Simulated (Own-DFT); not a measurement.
# What a defect does to the pressure of its cell: zincblende InP

No measurement is shown. These are fixed-geometry runs of a retired plane-wave code named Own-DFT, which no person has reviewed; spin and spin-orbit coupling are neglected.

Method: PBE; PseudoDojo norm-conserving scalar-relativistic files; cutoff 36 hartree; 2 x 3 x 3 k mesh centred on Gamma; Fermi-Dirac smearing of 0.1 eV.

Known weak points (not all hold for every row): not probed for a lower state with spin; forces on such cells failed a check on a denser k mesh; forces not confirmed at this smearing and k mesh; stress not checked against mesh or cutoff.

All runs share one cell, with vectors in Å (17.606, 0.000, 0.000); (0.000, 11.737, 0.000); (0.000, 0.000, 11.737) and a volume of 2425.5 Å³. Atoms were moved at random from their sites; u is the rms move along one axis. The defect's site can differ from row to row.

```
                                      cell  formula   u (Å)  P (GPa)
                                 no defect  In48P48  0.0196     3.19
                                 no defect  In48P48  0.0203     3.22
                                 no defect  In48P48  0.0519     3.60
one In on a P site and one P on an In site  In48P48  0.0300        ?
one In on a P site and one P on an In site  In48P48  0.0309     3.58
one In on a P site and one P on an In site  In48P48  0.0482     3.86
one In on a P site and one P on an In site  In48P48  0.0483     3.78
                  two P on an In site each  In46P50  0.0321     3.08
                  two P on an In site each  In46P50  0.0507     3.23
                  two P on an In site each  In46P50  0.0531     3.35
```

## Analysis

P = P0 + c u² + a shift for each defect gives P0 = 3.15 GPa, c = 161 ± 17 GPa/Å² and a scatter of 0.04 GPa. The shifts, and each times the cell's volume:

- one In on a P site and one P on an In site: 0.29 ± 0.04 GPa, 4.4 eV
- two P on an In site each: -0.27 ± 0.04 GPa, -4.1 eV (-2.1 eV for each of its 2 sites)

A positive shift means that the defect pushes the cell outwards. Shift times volume (160.2 GPa Å³ is 1 eV) depends little on the cell's size, so, taken for each site, it can be compared between cells at like pressure. The atoms around the defects weren't relaxed, which would change these numbers.

## Test on the hidden row

Asked: what pressure belongs in the blank (one In on a P site and one P on an In site, u = 0.0300 Å)?

The fit gives 3.59 ± 0.05 GPa. The calculation gave 3.55 GPa.
